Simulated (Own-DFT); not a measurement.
# Point defects and the pressure they add: 2H SiC

No measurement is shown. These are fixed-geometry runs of a retired plane-wave code named Own-DFT, which no person has reviewed; spin and spin-orbit coupling are neglected.

Method: PBE; PseudoDojo norm-conserving scalar-relativistic files; cutoff 42 hartree; 4 x 4 x 3 k mesh centred on Gamma; Fermi-Dirac smearing of 0.1 eV.

Caveats (not all hold for every row): some atoms lie very close together; not probed for a lower state with spin; forces on such cells moved up to 12 meV/angstrom on a denser k mesh; forces on such cells passed a denser k mesh, each cell not checked; stress not checked against mesh or cutoff.

All runs share one cell, with vectors in Å (9.248, 0.000, 0.000); (-4.624, 8.009, 0.000); (0.000, 0.000, 10.068) and a volume of 745.7 Å³. u is the rms random offset of the atoms per axis. The defect's site can differ from row to row.

```
cell,formula,u (Å),P (GPa)
no defect,C36Si36,0.0305,3.81
no defect,C36Si36,0.0580,6.20
no defect,C36Si36,0.0614,6.25
one Si on a C site,C35Si37,0.0289,10.42
one Si on a C site,C35Si37,0.0307,10.83
one Si on a C site,C35Si37,0.0524,12.51
two Al on a Si site each,Al2C36Si34,0.0268,5.67
two Al on a Si site each,Al2C36Si34,0.0517,7.38
two Al on a Si site each,Al2C36Si34,0.0558,7.59
two N on a C site each,C34N2Si36,0.0279,2.75
two N on a C site each,C34N2Si36,0.0302,2.88
two N on a C site each,C34N2Si36,0.0503,4.87
two N on a C site each,C34N2Si36,0.0509,?
one C vacancy,C35Si36,0.0292,3.66
one C vacancy,C35Si36,0.0304,3.58
one C vacancy,C35Si36,0.0306,3.68
```

## Working it out

P = P0 + c u² + a shift for each defect gives P0 = 2.86 GPa, c = 953 ± 56 GPa/Å² and a scatter of 0.19 GPa. The shifts, and each times the cell's volume:

- one Si on a C site: 6.96 ± 0.17 GPa, 32.4 eV
- two Al on a Si site each: 1.96 ± 0.16 GPa, 9.1 eV (4.6 eV for each of its 2 sites)
- one C vacancy: -0.08 ± 0.19 GPa, -0.4 eV (not resolved)
- two N on a C site each: -0.70 ± 0.17 GPa, -3.3 eV (-1.6 eV for each of its 2 sites)

A positive shift means that the defect pushes the cell outwards. Shift times volume (160.2 GPa Å³ is 1 eV) depends little on the cell's size, so, taken for each site, it can be compared between cells at like pressure. The atoms around the defects weren't relaxed, which would change these numbers.

## The run left out

Asked: what pressure belongs in the blank (two N on a C site each, u = 0.0509 Å)?

From the fit: 4.62 ± 0.23 GPa. DFT gave 4.06 GPa.
